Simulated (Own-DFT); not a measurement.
# Point defects and the pressure they add: rock-salt HfC

Everything here is calculated. The program is Own-DFT (plane waves, in-house, since retired, never reviewed by a person); positions were held fixed, and spin and spin-orbit coupling were off.

Method: PBE; PseudoDojo norm-conserving scalar-relativistic files; cutoff 42 hartree; 4 x 4 x 4 k mesh centred on Gamma; cold (Marzari-Vanderbilt) smearing of 0.2 eV.

Known weak points: hafnium file: forces about 75 meV/angstrom off all-electron values; forces on such cells failed a check on a denser k mesh; stress not checked against mesh or cutoff.

All runs share one cell, with vectors in Å (3.784, -5.351, 6.554); (-3.784, 5.351, 6.554); (-7.568, -5.351, 0.000) and a volume of 796.2 Å³. The atoms are randomly displaced, by u rms on each axis. The defect's site can differ from row to row.

| cell | formula | u (Å) | P (GPa) |
|---|---|---|---|
| no defect | C32Hf32 | 0.0195 | 3.13 |
| no defect | C32Hf32 | 0.0199 | 3.18 |
| no defect | C32Hf32 | 0.0524 | 4.99 |
| one Hf vacancy | C32Hf31 | 0.0490 | 3.83 |
| one Hf vacancy | C32Hf31 | 0.0497 | 3.85 |
| one Hf vacancy | C32Hf31 | 0.0501 | ? |
| one Hf vacancy | C32Hf31 | 0.0509 | 4.04 |
| one C vacancy | C31Hf32 | 0.0314 | 3.16 |
| one C vacancy | C31Hf32 | 0.0523 | 4.41 |
| one C vacancy | C31Hf32 | 0.0539 | 4.40 |

## Fit

P = P0 + c u² + a shift for each defect gives P0 = 2.90 GPa, c = 739 ± 31 GPa/Å² and a scatter of 0.07 GPa. The shifts, and each times the cell's volume:

- one C vacancy: -0.54 ± 0.07 GPa, -2.7 eV
- one Hf vacancy: -0.83 ± 0.07 GPa, -4.1 eV

Against the defect-free cell, a freed cell would be larger where the shift is positive and smaller where it is negative (160.2 GPa Å³ is 1 eV). The atoms around the defects weren't relaxed, which would change these numbers.

## Check

The question: what pressure belongs in the blank (one Hf vacancy, u = 0.0501 Å)?

Estimate: 3.93 ± 0.09 GPa. Computed: 3.72 GPa.
